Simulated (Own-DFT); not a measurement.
Al16O23 (corundum with two vacancies, atoms displaced) (calculated)

A calculation, not a measurement: plane-wave PBE density functional theory by an unreviewed code, no spin, of a simulated periodic cell, stress positive in tension, free energy of the whole cell less one offset for each atom, defect cell not probed for a lower state with spin; oxygen file: force components 24 meV/angstrom off all-electron in one glass; forces on such cells passed a denser k mesh, this cell's mesh not checked; offsets are fitted by least squares, one for each functional and potential file, so energies compare only between cells with the same atoms and settings and are not formation energies; the far tail of each file's local potential was reset to the Coulomb form; each entry is a single point on an unrelaxed cell, so the pressure reflects the starting lattice, mostly measured values, from which strain is counted, and rises with the displacements; printed positions are rounded, which can move forces by about a meV/angstrom; the program is a retired in-house code; no spin-orbit coupling; before rounding, a Quantum ESPRESSO 7.3.1 run of the same cell and cutoff gave forces within 1 meV/angstrom rms on each cell, which checks the program and not the settings. Program: Own-DFT development build.

Settings shared by all entries: functional PBE; potential files PseudoDojo norm-conserving, scalar-relativistic, standard set; wave cutoff 72 hartree; occupations Fermi-Dirac; smearing width 0.1 eV; k mesh 3 x 3 x 3 centred on Gamma.

(1) 
```xyz
78
Lattice="5.4940 0.0000 8.6604 -2.7470 4.7579 8.6604 -2.7470 -4.7579 8.6604" Properties=species:S:1:pos:R:3:force_x:R:1:force_y:R:1:force_z:R:1 formula=Al16O23 free_energy_of_cell_above_offsets=-49.743 pressure=8.62 stress_xx=-8.11 stress_yy=-8.98 stress_zz=-8.76 stress_yz=-0.01 stress_xz=0.12 stress_xy=-0.41
Al     0.0368     0.0595     4.5466      0.646     -0.108      0.218
Al    -0.0105     0.0240     8.4482     -0.442     -0.273     -0.496
Al     0.0082    -0.0581    11.0553     -1.189      2.026      1.046
Al    -0.0988    -0.0034     1.8857      2.759     -0.364      0.948
O     -0.1934     1.6140     7.5797      1.144      0.994      0.223
O      1.4363    -0.7607     7.5921      0.624      0.775      0.703
O     -1.4063    -0.8890     7.5731      0.429      -0.17      0.526
O      0.1463    -1.6485     5.3885     -0.582      1.114      0.599
O     -1.3940     0.7351     5.4584       -1.5     -0.355     -0.315
Al    -1.3236    -2.3691     8.8612     -1.496     -1.289      0.175
Al    -1.3135    -2.3506    12.8280     -2.421      0.021     -1.182
Al    -1.4353    -2.3779    15.4359      1.088     -0.524      0.344
Al    -1.3770    -2.3174     6.2721      0.711     -1.201     -0.838
O     -1.5231    -0.7417    11.8912      1.152     -0.245     -0.042
O      0.1039    -3.1265    11.8923      0.734      1.238      0.771
O     -2.7538    -3.2206    11.9708      0.955     -1.132     -0.052
O     -1.2993    -4.0667     9.7765      1.284      1.285     -0.203
O     -2.9561    -1.6833     9.7817      2.236      0.614     -1.735
O     -0.0450    -1.4135     9.6907      1.401     -0.982       1.35
Al    -1.3678     2.3413     8.9353     -1.223      1.596      0.118
Al    -1.3771     2.4905    12.7351        0.3     -3.154      0.866
Al    -1.3193     2.4286    15.3732     -1.016     -2.046     -0.905
Al    -1.4041     2.3455     6.2505     -0.449      1.428      0.368
O     -1.4502     3.9478    11.8742     -0.396      3.835     -0.675
O      0.0383     1.7009    11.8793      1.834     -1.127     -0.271
O     -2.6926     1.6032    11.9407     -2.091     -1.906     -1.072
O     -1.2504     0.7402     9.7963      0.356     -0.207     -0.846
O     -2.8870     3.1086     9.8092      0.089     -0.213     -1.151
O      0.0118     3.3489     9.7833     -0.259     -0.587     -1.287
Al    -2.8040    -0.0356    13.2920      0.599       2.26     -1.659
Al    -2.6018    -0.0213    17.1506     -4.067      1.136      -0.91
Al    -2.7332     0.0538    19.7335     -1.097      -2.34     -0.105
Al    -2.7681     0.0105    10.5124     -0.066      0.141      1.926
O     -2.9266     1.6609    16.1610          2     -0.288      1.404
O     -1.2181    -0.6620    16.3169     -0.357     -2.193     -1.941
O     -4.2339    -0.8481    16.2739      1.869     -1.709      0.249
O     -2.6302    -1.6033    14.0862     -0.342     -1.697       1.66
O     -4.2687     0.7517    14.0432      -0.09     -0.044      0.485
O     -1.3502     0.9107    14.0493      0.306     -0.248      0.883
Al     2.7123    -0.0582     8.8914       0.63      1.077      0.797
Al     2.7699    -0.0989    12.7201     -0.008      2.918      0.988
Al     2.7231     0.0015    15.4117      0.513     -0.003     -0.175
Al     2.7304     0.0609     6.2341     -1.706      0.002      0.208
O      2.6825     1.6911    11.8199     -0.954     -1.686      2.104
O      4.2186    -0.6368    11.9305      0.796     -1.255     -0.637
O      1.4560    -0.9308    11.8642     -1.662     -1.221      0.008
O      2.8894    -1.7365     9.8881     -1.522      1.715     -2.199
O      1.2865     0.7213     9.8141     -0.266      -0.91     -1.471
O      4.1731     0.9158     9.7772     -2.194      0.241     -1.612
Al     1.3373    -2.3787    13.1648      1.192     -0.546      2.087
Al     1.3959    -2.3849    17.0986     -0.467     -0.831     -0.254
Al     1.4180    -2.3482    19.6901     -1.068     -0.585      1.184
Al     1.3612    -2.3931    10.6275      0.371     -0.229     -1.166
O      1.2767    -0.7532    16.2516     -0.381     -0.046     -0.566
O      2.9325    -3.1163    16.2409     -1.766      0.751      0.376
O      1.4669    -4.0787    14.1614     -0.401      2.095     -1.724
O     -0.1795    -1.5939    14.0790      1.555     -1.749     -1.109
O      2.7291    -1.4660    14.0941     -0.492      0.194      -0.69
Al     1.4172     2.3624    13.2062     -0.742     -0.352     -0.854
Al     1.3055     2.4081    17.0735      1.646     -1.547       0.59
Al     1.3378     2.4509    19.7337      2.427     -2.115      1.529
Al     1.3444     2.3907    10.5439      0.235     -0.527        1.6
O      1.2220     4.0445    16.3146      -0.35      0.249     -0.628
O      2.8496     1.5755    16.2865     -0.375      1.336     -0.563
O     -0.0178     1.4196    16.2726      0.208      1.137     -0.632
O      1.4610     0.6718    14.0186      1.346       0.62     -0.074
O     -0.0888     3.1214    14.0237      0.196      0.569      1.212
O      2.6773     3.3710    14.0969      0.732     -1.815      0.135
Al    -0.0364    -0.0364    17.5238      2.667      0.169       1.22
Al    -0.1115    -0.0197    21.4168      2.726     -1.182      0.282
Al    -0.0209     0.0518    24.0136      0.989     -0.392      1.204
Al     0.0835    -0.0641    14.8753     -1.984       2.23      0.684
O     -0.0438     1.5494    20.6792     -1.567      2.656     -1.625
O      1.4884    -0.7864    20.5419     -0.369      1.954      1.038
O     -1.3091    -0.9727    20.5278     -1.586      1.325      0.047
O      0.0468    -1.7080    18.4191      1.061      1.157     -1.706
O     -1.3944     0.7337    18.4194     -1.529      0.709      0.765
O      1.4422     0.9151    18.3209     -1.337     -0.173      0.446
```

Units: free_energy_of_cell_above_offsets in eV; pressure, stress_xx, stress_yy, stress_zz, stress_yz, stress_xz, stress_xy in GPa; force_x, force_y, force_z in eV/Å.

(2) 
```xyz
78
Lattice="5.4940 0.0000 8.6604 -2.7470 4.7579 8.6604 -2.7470 -4.7579 8.6604" Properties=species:S:1:pos:R:3:force_x:R:1:force_y:R:1:force_z:R:1 formula=Al16O23 free_energy_of_cell_above_offsets=-49.656 pressure=9.14 stress_xx=-9.49 stress_yy=-9.84 stress_zz=-8.08 stress_yz=0.51 stress_xz=0.51 stress_xy=-0.24
Al    -0.0256    -0.0082     4.5580      0.434      2.511      0.336
Al     0.0606    -0.0358     8.4312     -1.667      1.058      0.878
Al    -0.0068    -0.0254    11.1833     -1.128      0.516     -1.767
Al     0.0073     0.0044     1.9479     -2.111      0.756     -1.224
O     -0.1371     1.6112     7.5629      0.653      0.727      0.768
O      1.5334    -0.6914     7.5882     -1.203     -0.638     -0.071
O     -1.3986    -0.8274     7.5102      1.531     -1.794      1.259
O      0.1306    -1.5074     5.4018     -0.078     -2.666      0.451
O     -1.4044     0.8172     5.4265     -1.031     -2.485     -1.549
O      1.3313     0.9238     5.4118       0.44      0.442      0.337
Al    -1.3341    -2.4767     8.8576      -1.45      2.904      1.193
Al    -1.3599    -2.3915    12.7351      1.513     -0.391      0.698
Al    -1.4353    -2.3332    15.5083      1.054     -2.758      -2.35
Al    -1.3268    -2.3301     6.2352     -0.965      0.079     -0.435
O     -1.4950    -0.7410    11.9941      0.715     -0.379     -0.597
O     -2.7141    -3.2943    11.9181     -0.895     -1.273     -0.602
O     -1.3082    -4.0039     9.7561       0.45     -1.277     -0.165
O     -2.8754    -1.6489     9.8409      0.485     -2.458     -2.452
O     -0.0075    -1.4289     9.7829       0.21     -1.577     -0.926
Al    -1.3898     2.4921     8.9219     -0.674     -2.631     -0.099
Al    -1.3620     2.3961    12.7297      0.915     -1.666      0.502
Al    -1.3912     2.4274    15.4674      0.934     -0.143     -1.647
Al    -1.3253     2.3164     6.2974     -1.259       1.24      -0.54
O     -1.3668     4.0510    11.9818     -3.464     -1.097     -0.081
O      0.1453     1.6015    11.8815     -0.953      1.392      0.498
O     -2.7137     1.2744    11.8363     -0.276      3.789      0.775
O     -1.1875     0.6597     9.7205     -0.865      1.292      0.194
O     -2.9626     3.1088     9.7286       2.09      0.172      0.821
O      0.0283     3.3225     9.7229     -1.093      0.067      -0.09
Al    -2.7980    -0.0706    13.2315       0.73      1.299     -0.568
Al    -2.7449     0.0236    17.0521      0.284     -0.444     -0.246
Al    -2.8997    -0.0347    19.6854      4.599      1.994      0.107
Al    -2.7275    -0.0926    10.5632       0.34      1.654      0.135
O     -2.9648     1.6977    16.1569      2.575     -0.813      0.822
O     -1.2389    -0.8382    16.2639     -0.472      3.084      1.011
O     -4.1685    -0.9079    16.2684      1.194      0.435      0.071
O     -2.6989    -1.6235    14.0558      0.951     -0.804      1.345
O     -4.2569     0.7625    14.0427      0.586      0.193      0.168
O     -1.3706     0.9957    14.0099     -1.023     -0.569       1.02
Al     2.6707    -0.0660     8.9900      2.385      1.404     -1.574
Al     2.7794    -0.1074    12.7769     -1.437      3.194     -0.083
Al     2.7119    -0.0339    15.4673       0.29      2.363     -1.303
Al     2.7105     0.0757     6.2495      1.137     -0.552      0.069
O      2.6140     1.6682    11.9138      0.503     -1.321       0.71
O      4.1618    -0.7577    11.8213      1.458       0.65      1.565
O      1.3247    -0.9278    11.8590      2.419     -1.073      1.406
O      2.8691    -1.6403     9.7006     -0.987     -2.356      1.548
O      1.3643     0.7395     9.7761     -2.154      0.125     -0.184
O      4.0399     0.8647     9.7118      2.147      0.813      1.284
Al     1.4072    -2.3483    13.2569     -2.203      0.054      0.073
Al     1.3604    -2.3815    17.0388      0.886     -1.124      1.127
Al     1.3138    -2.4012    19.7871      0.635     -0.053     -0.725
Al     1.4012    -2.3990    10.6256     -0.787     -0.643     -0.729
O      1.2842    -0.7276    16.2089     -1.201     -0.683      0.922
O      2.9393    -3.1361    16.2190     -1.287      1.108      0.685
O      0.0860    -3.3047    16.2094     -2.125      0.941     -0.693
O      1.4713    -3.9391    14.0803       0.34     -1.404      0.113
O      2.7725    -1.4238    14.1056      0.011     -0.359     -0.893
Al     1.4102     2.4431    13.2661       0.17     -1.565     -1.056
Al     1.2982     2.3694    17.0420       0.93      0.116     -0.041
Al     1.4191     2.3887    19.7641     -0.357     -2.537     -1.433
Al     1.3579     2.3935    10.5891      0.273     -1.202      0.896
O      1.2220     4.0839    16.2932      0.976     -0.742     -1.255
O      2.8569     1.7141    16.1819     -0.644     -0.528      0.751
O     -0.0333     1.4604    16.1787     -0.197     -0.689      0.531
O      1.5014     0.7581    14.0174      0.077     -0.983      0.925
O     -0.0259     3.0762    14.0910     -1.591      1.387      0.516
O      2.7845     3.3081    14.0061      0.451      0.846      1.489
Al    -0.0036    -0.1282    17.5882      0.447      1.147      0.231
Al     0.0030    -0.0179    21.4322     -0.235     -0.497     -0.809
Al     0.0145     0.0264    24.0271     -1.186     -0.693      0.351
Al    -0.0346     0.0370    14.8804      0.721     -0.519     -1.047
O     -0.1211     1.5670    20.5677      0.232      1.812     -0.637
O      1.5159    -0.7446    20.5693     -1.123     -0.294      0.261
O     -1.3458    -0.9735    20.5409     -0.783      1.322     -0.054
O      0.1023    -1.7372    18.4475      0.248      1.344     -1.295
O     -1.5108     0.7138    18.2872      0.109      0.557      0.417
O      1.3946     0.8256    18.3482      -0.62      0.891     -0.039
```

Units: free_energy_of_cell_above_offsets in eV; pressure, stress_xx, stress_yy, stress_zz, stress_yz, stress_xz, stress_xy in GPa; force_x, force_y, force_z in eV/Å.

(3) 
```xyz
78
Lattice="5.4940 0.0000 8.6604 -2.7470 4.7579 8.6604 -2.7470 -4.7579 8.6604" Properties=species:S:1:pos:R:3:force_x:R:1:force_y:R:1:force_z:R:1 formula=Al16O23 free_energy_of_cell_above_offsets=-49.774 pressure=8.84 stress_xx=-9.72 stress_yy=-9.31 stress_zz=-7.48 stress_yz=-1.23 stress_xz=-1.45 stress_xy=-0.37
Al    -0.0416     0.0386     4.5817      0.349     -1.308      0.628
Al    -0.0812     0.0020     8.3240      1.447     -0.583      0.235
Al     0.0440    -0.0197    11.0718     -1.088      0.944      -0.57
Al     0.0095     0.0356     1.8755      0.588     -0.034       0.68
O     -0.0752     1.6300     7.5792     -0.289      1.828     -0.567
O      1.4784    -0.6903     7.4816      0.187      0.508      2.051
O     -1.3944    -0.9096     7.5743     -0.135     -0.902       0.12
O      0.1585    -1.6984     5.5681     -0.578       0.86      -2.68
O     -1.4514     0.6922     5.4382     -0.461      1.366       0.43
O      1.3283     0.9429     5.3965      1.238      -0.22     -0.242
Al    -1.4249    -2.4038     9.0451      0.184     -0.544     -1.428
Al    -1.3250    -2.3979    12.7182     -1.912      1.155      1.122
Al    -1.3456    -2.3058    15.3433      0.611     -1.785      0.554
Al    -1.3648    -2.4900     6.2655      0.495      3.343      1.466
O     -1.4635    -0.6766    11.9233      0.817     -0.889     -0.494
O      0.0605    -3.0982    11.9446        1.9     -0.763     -1.075
O     -2.8338    -3.2852    11.9272      1.624     -0.413     -0.099
O     -2.8977    -1.5130     9.7691       0.43     -3.672     -0.865
O      0.0010    -1.4997     9.6991      0.038      0.883      0.602
Al    -1.3335     2.3644     8.9471     -1.483     -0.168     -0.472
Al    -1.4276     2.3689    12.7296      1.288     -0.096      1.587
Al    -1.3166     2.3948    15.4131     -1.196     -0.175      0.339
Al    -1.3108     2.4564     6.2789     -0.231     -2.073     -0.224
O     -1.4928     3.9469    11.8626      0.302      1.313      0.273
O      0.1269     1.6015    11.9323       0.16      1.418      0.082
O     -2.7209     1.4303    11.9569     -0.794       0.51     -1.041
O     -1.2517     0.7145     9.6431     -0.662      -0.15      1.648
O     -2.9292     3.1733     9.8207       1.72     -1.638     -1.283
O      0.0461     3.2905     9.7387     -0.809      0.565     -0.056
Al    -2.7138     0.0361    13.2473      0.498     -0.582     -0.041
Al    -2.7428    -0.0803    17.0587      0.385      2.266      0.396
Al    -2.7263    -0.0208    19.7296     -0.698      0.893     -0.437
Al    -2.7926    -0.0237    10.6001      1.564      1.497      0.254
O     -2.8519     1.5755    16.2163      0.086     -0.228      0.945
O     -1.2634    -0.7054    16.2378      0.182     -0.092      0.202
O     -4.1156    -0.9168    16.2943     -0.808     -0.179     -0.908
O     -2.5445    -1.6136    14.0754     -1.694      0.163      0.399
O     -4.2006     0.8246    13.9953     -1.204      -2.93      0.107
O     -1.3380     0.8942    14.1120     -0.879      0.612     -0.886
Al     2.7941     0.0124     8.9599     -2.485     -1.196     -1.647
Al     2.7393    -0.0369    12.7347     -0.281      0.942      1.753
Al     2.7639     0.0258    15.3813      0.026     -1.349      0.272
Al     2.8430    -0.0412     6.2423      -2.75      0.623       0.78
O      2.6554     1.6896    11.8971     -0.564     -0.554     -0.005
O      4.1642    -0.7002    12.0148       1.78     -1.472     -1.885
O      1.4001    -0.9221    11.8868     -0.377     -0.614     -0.346
O      2.9367    -1.7246     9.6875     -2.121      0.948      0.905
O      1.2099     0.7727     9.7606      1.218     -1.125     -0.475
O      4.1259     0.8512     9.6681      1.073      1.381      1.483
Al     1.4185    -2.3730    13.2096     -0.606      1.236      1.087
Al     1.3836    -2.4582    17.0853       0.12      2.306     -0.789
Al     1.3664    -2.3964    19.7717      0.073      1.394     -0.869
Al     1.3019    -2.3233    10.5754      1.706     -1.623     -0.861
O      1.3220    -0.8038    16.1826     -1.303      0.797      0.839
O      2.8650    -3.0917    16.2723      0.349     -1.543     -0.361
O      0.0606    -3.2528    16.2084     -0.896     -1.463     -0.518
O      1.4908    -3.9841    14.0480      0.431     -1.286      0.113
O     -0.1239    -1.6089    14.0813      0.803     -0.693     -0.971
O      2.7548    -1.5524    14.1114      0.111       0.32     -0.801
Al     1.4626     2.4276    13.1521     -1.839     -2.299      1.525
Al     1.4062     2.4036    17.0196      0.099     -1.351      1.351
Al     1.3449     2.2698    19.7567      1.622      2.328     -1.294
Al     1.3578     2.4189    10.5181      1.521     -1.458      0.437
O      1.2544     3.9342    16.2195      0.863      2.884     -1.327
O      2.8016     1.6603    16.1673      1.549      0.911      0.867
O      0.0638     1.4910    16.2055     -0.734     -1.194       0.46
O      1.5804     0.6301    14.1096     -1.397      1.647     -1.779
O     -0.1169     3.0534    14.1799       1.89      0.478     -2.771
O      2.7738     3.2389    14.0503      0.537      2.198      0.348
Al    -0.0350     0.0390    17.5287      1.179     -0.384      0.222
Al    -0.0618     0.0313    21.3911       3.17      0.612      0.211
Al    -0.0220     0.0182    23.9832      0.505     -0.223      1.648
Al    -0.0330     0.0367    14.9012      2.415     -0.735      0.259
O     -0.0696     1.6776    20.5432     -2.155     -1.206      0.875
O      1.6140    -0.7243    20.6235     -2.685     -0.243     -0.068
O     -1.3027    -0.8715    20.6044     -1.859     -0.826     -1.484
O      0.1649    -1.7355    18.3135     -1.373      1.017      1.609
O      1.4356     0.9068    18.3685     -0.789      0.114      0.454
```

Units: free_energy_of_cell_above_offsets in eV; pressure, stress_xx, stress_yy, stress_zz, stress_yz, stress_xz, stress_xy in GPa; force_x, force_y, force_z in eV/Å.
